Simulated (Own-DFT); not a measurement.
# What a defect does to the pressure of its cell: zincblende GaAs

Everything here is calculated. The program is Own-DFT (plane waves, in-house, since retired, never reviewed by a person); positions were held fixed, and spin and spin-orbit coupling were off.

Common settings: PBE; PseudoDojo norm-conserving scalar-relativistic files; cutoff 42 hartree; 3 x 3 x 3 k mesh centred on Gamma; Fermi-Dirac smearing of 0.1 eV.

Limits (not all hold for every row): not probed for a lower state with spin; forces not confirmed at this smearing and k mesh; stress not checked against mesh or cutoff.

All runs share one cell, with vectors in Å (11.737, 0.000, 0.000); (0.000, 11.737, 0.000); (0.000, 0.000, 10.833) and a volume of 1492.4 Å³, strained against the parent crystal. Atoms were moved at random from their sites; u is the rms move along one axis. The defect's site can differ from row to row.

```
                             cell     formula   u (Å)  P (GPa)
                        no defect    As32Ga32  0.0320     1.27
                        no defect    As32Ga32  0.0472     1.50
                        no defect    As32Ga32  0.0527     1.61
one As vacancy and one Ga vacancy    As31Ga31  0.0303     0.95
one As vacancy and one Ga vacancy    As31Ga31  0.0316     1.02
one As vacancy and one Ga vacancy    As31Ga31  0.0504     1.24
one As vacancy and one Ga vacancy    As31Ga31  0.0548        ?
              one Al on a Ga site  AlAs32Ga31  0.0286     1.23
              one Al on a Ga site  AlAs32Ga31  0.0473     1.56
              one Al on a Ga site  AlAs32Ga31  0.0490     1.52
```

## What the rows give

P = P0 + c u² + a shift for each defect gives P0 = 1.08 GPa, c = 187 ± 16 GPa/Å² and a scatter of 0.04 GPa. The shifts, and each times the cell's volume:

- one Al on a Ga site: 0.01 ± 0.03 GPa, 0.1 eV (not resolved)
- one As vacancy and one Ga vacancy: -0.29 ± 0.03 GPa, -2.7 eV

A positive shift means that the defect pushes the cell outwards. Shift times volume (160.2 GPa Å³ is 1 eV) depends little on the cell's size, so, taken for each site, it can be compared between cells at like pressure. The atoms around the defects weren't relaxed, which would change these numbers.

## Check

Q: what pressure belongs in the blank (one As vacancy and one Ga vacancy, u = 0.0548 Å)?

The fit gives 1.36 ± 0.05 GPa. The run itself gave 1.35 GPa.
